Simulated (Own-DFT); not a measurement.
# Point defects and the pressure they add: zincblende GaAs

Source: density functional calculations with Own-DFT, an unreviewed in-house program that is no longer used. Nothing was measured or relaxed, and spin and spin-orbit coupling are left out.

Common settings: PBE; PseudoDojo norm-conserving scalar-relativistic files; cutoff 42 hartree; 3 x 3 x 3 k mesh centred on Gamma; Fermi-Dirac smearing of 0.1 eV.

Keep in mind (not all hold for every row): not probed for a lower state with spin; forces not confirmed at this smearing and k mesh; stress not checked against mesh or cutoff.

All runs share one cell, with vectors in Å (11.737, 0.000, 0.000); (0.000, 11.737, 0.000); (0.000, 0.000, 10.919) and a volume of 1504.3 Å³, strained against the parent crystal. u is the rms random offset of the atoms per axis. The defect's site can differ from row to row.

```
cell,formula,u (Å),P (GPa)
no defect,As32Ga32,0.0308,0.80
no defect,As32Ga32,0.0490,0.95
no defect,As32Ga32,0.0524,1.15
one In on a Ga site,As32Ga31In,0.0294,1.34
one In on a Ga site,As32Ga31In,0.0305,1.31
one In on a Ga site,As32Ga31In,0.0512,1.83
one As vacancy and one Ga vacancy,As31Ga31,0.0302,0.45
one As vacancy and one Ga vacancy,As31Ga31,0.0313,?
one As vacancy and one Ga vacancy,As31Ga31,0.0463,0.52
one As vacancy and one Ga vacancy,As31Ga31,0.0508,0.81
one P on an As site,As31Ga32P,0.0317,0.52
one P on an As site,As31Ga32P,0.0464,0.73
one P on an As site,As31Ga32P,0.0502,0.86
one Al on a Ga site,AlAs32Ga31,0.0283,0.74
one Al on a Ga site,AlAs32Ga31,0.0316,0.75
one Al on a Ga site,AlAs32Ga31,0.0487,1.02
```

## What the rows give

P = P0 + c u² + a shift for each defect gives P0 = 0.53 GPa, c = 212 ± 28 GPa/Å² and a scatter of 0.08 GPa. The shifts, and each times the cell's volume:

- one In on a Ga site: 0.65 ± 0.07 GPa, 6.1 eV
- one Al on a Ga site: 0.01 ± 0.07 GPa, 0.1 eV (not resolved)
- one P on an As site: -0.23 ± 0.07 GPa, -2.2 eV
- one As vacancy and one Ga vacancy: -0.34 ± 0.07 GPa, -3.2 eV

Against the defect-free cell, a freed cell would be larger where the shift is positive and smaller where it is negative (160.2 GPa Å³ is 1 eV). The atoms around the defects weren't relaxed, which would change these numbers.

## Prediction

The question: what pressure belongs in the blank (one As vacancy and one Ga vacancy, u = 0.0313 Å)?

The fit gives 0.40 ± 0.10 GPa. The hidden result is 0.47 GPa.
